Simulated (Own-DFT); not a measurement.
# How strain changes the stress of C40 NbSi2, 36 atoms (Nb12Si24)

All numbers below are calculated, not measured. The program, named Own-DFT, is a retired in-house plane-wave density functional code that no person has reviewed. Each row is one single-point run on a periodic cell that was not relaxed, without spin or spin-orbit coupling.

Settings of every run: PBE; PseudoDojo norm-conserving scalar-relativistic files; cutoff 42 hartree; 4 x 4 x 5 k mesh centred on Gamma; cold (Marzari-Vanderbilt) smearing of 0.2 eV.

Known limits: forces on such cells failed a check on a denser k mesh; stress not checked against mesh or cutoff.

Unstrained cell vectors in Å: (0.000, 8.324, 0.000); (-9.613, 0.000, 0.000); (0.000, 0.000, 6.586). The unstrained cell was taken from the Materials Project. The random moves and any unrelaxed bonds add to the pressure at no strain. Each run strains this cell uniformly, with the atoms carried along. Every atom was also moved at random, by a Gaussian of width 0.05 Å on each axis. Strain is the symmetric tensor, in per cent. Stress is positive in tension, and the pressure is minus a third of its trace.

```
run  e_xx (%)  e_yy (%)  e_zz (%)  e_yz (%)  e_xz (%)  e_xy (%)  s_xx (GPa)  s_yy (GPa)  s_zz (GPa)  s_yz (GPa)  s_xz (GPa)  s_xy (GPa)  P (GPa)  E (meV/atom)
  1      1.73      1.03      1.69      0.21     -1.96     -0.08        4.87        3.70        5.43        1.05       -4.74       -0.54    -4.67           3.7
  2     -0.42     -0.63      1.20      1.77     -0.73     -0.67       -3.21       -3.92       -0.07        5.44       -2.25       -2.08     2.40           9.5
  3      1.34      0.38     -1.05     -0.93     -0.58     -1.98        1.42       -1.08       -6.53       -2.94       -1.52       -5.79     2.06           2.5
  4     -0.13      1.27      0.19      1.24      0.37     -1.04       -1.73        1.99       -2.13        4.47        1.30       -2.79     0.62           1.2
  5      1.92     -1.48      1.85      0.88      1.52     -1.93        4.24       -5.41        4.19        3.11        4.18       -4.93    -1.01          14.2
  6     -0.24      1.14      0.31     -0.17      1.48     -1.18       -1.82        1.45       -1.99       -0.43        4.72       -3.32     0.79           2.2
  7     -0.91     -0.87      0.84     -0.47      1.50     -0.11       -5.98       -5.53       -1.37       -0.74        4.57       -0.33     4.30           5.0
  8      0.36      0.88     -0.88     -0.94     -1.98      0.53       -1.61        0.36       -7.05       -3.62       -6.00        0.98     2.76          10.1
  9     -2.00      1.84      1.60     -1.37      0.60     -0.38       -7.08        3.97        2.96       -3.71        2.03       -1.56     0.05           6.7
 10      0.04      0.69     -1.13      0.71      0.02     -0.96       -3.02       -0.22       -8.70        1.98       -0.54       -3.14     3.98           4.4
 11      0.57      0.15      1.84     -0.44      1.02     -1.81        0.75        0.28        4.49       -0.93        2.08       -5.12    -1.84           0.0
 12     -1.13      1.51      0.77      0.22      0.14      0.32       -4.93        2.65       -0.19        1.07        0.73        0.68     0.82           0.7
 13     -0.98      1.88      1.22     -0.41     -0.18     -1.78       -3.58        4.09        1.64       -1.38       -0.58       -4.81    -0.72           8.0
 14      0.96     -1.86     -1.96     -1.15      0.39      0.13       -1.69      -10.69      -14.54       -4.33        1.07        1.11     8.98          22.6
 15     -1.14      1.59      1.03      1.87      1.90      1.03       -4.50        3.27        0.88        5.57        5.77        2.86     0.12           5.5
 16      1.92     -1.86      0.75     -0.91     -0.25      1.62           ?           ?           ?           ?           ?           ?        ?             ?
```

E is the free energy for each atom above the lowest run shown.

## Worked fit

Each stress component was fitted by least squares to a constant and the strains of the runs shown, as fractions, with shears doubled. Shear strains stay in the fit of a normal stress only where such slopes are resolved. The slopes, in GPa:

| stress | at no strain | per e_xx | per e_yy | per e_zz | scatter |
|---|---|---|---|---|---|
| s_xx | -2.5 | 334 ± 8 | 65 ± 8 | 69 ± 7 | 0.30 |
| s_yy | -2.6 | 68 ± 10 | 364 ± 10 | 78 ± 8 | 0.36 |
| s_zz | -4.2 | 82 ± 12 | 95 ± 12 | 443 ± 10 | 0.44 |

Each shear stress against twice its own strain: yz 153 ± 6, xz 146 ± 7, xy 140 ± 5 GPa. These are stiffnesses along x, y and z of the frame in which the cell vectors are given, which need not be the crystal's axes. The atoms are held to the strained lattice; where symmetry lets them move under strain, relaxing them would lower some slopes. The table should be nearly symmetric about its diagonal, and what it lacks of that shows the noise. A ninth of its sum, 178 ± 5 GPa, estimates the bulk modulus near the mean pressure of these runs, 1.2 GPa.

## Withheld run

Question: what normal stresses and pressure should run 16 give?

The fit gives s_xx = 3.2, s_yy = -7.4, s_zz = -1.1 and P = 1.8 GPa. The calculation gave 3.13, -8.18, 0.19 and P = 1.62 GPa.
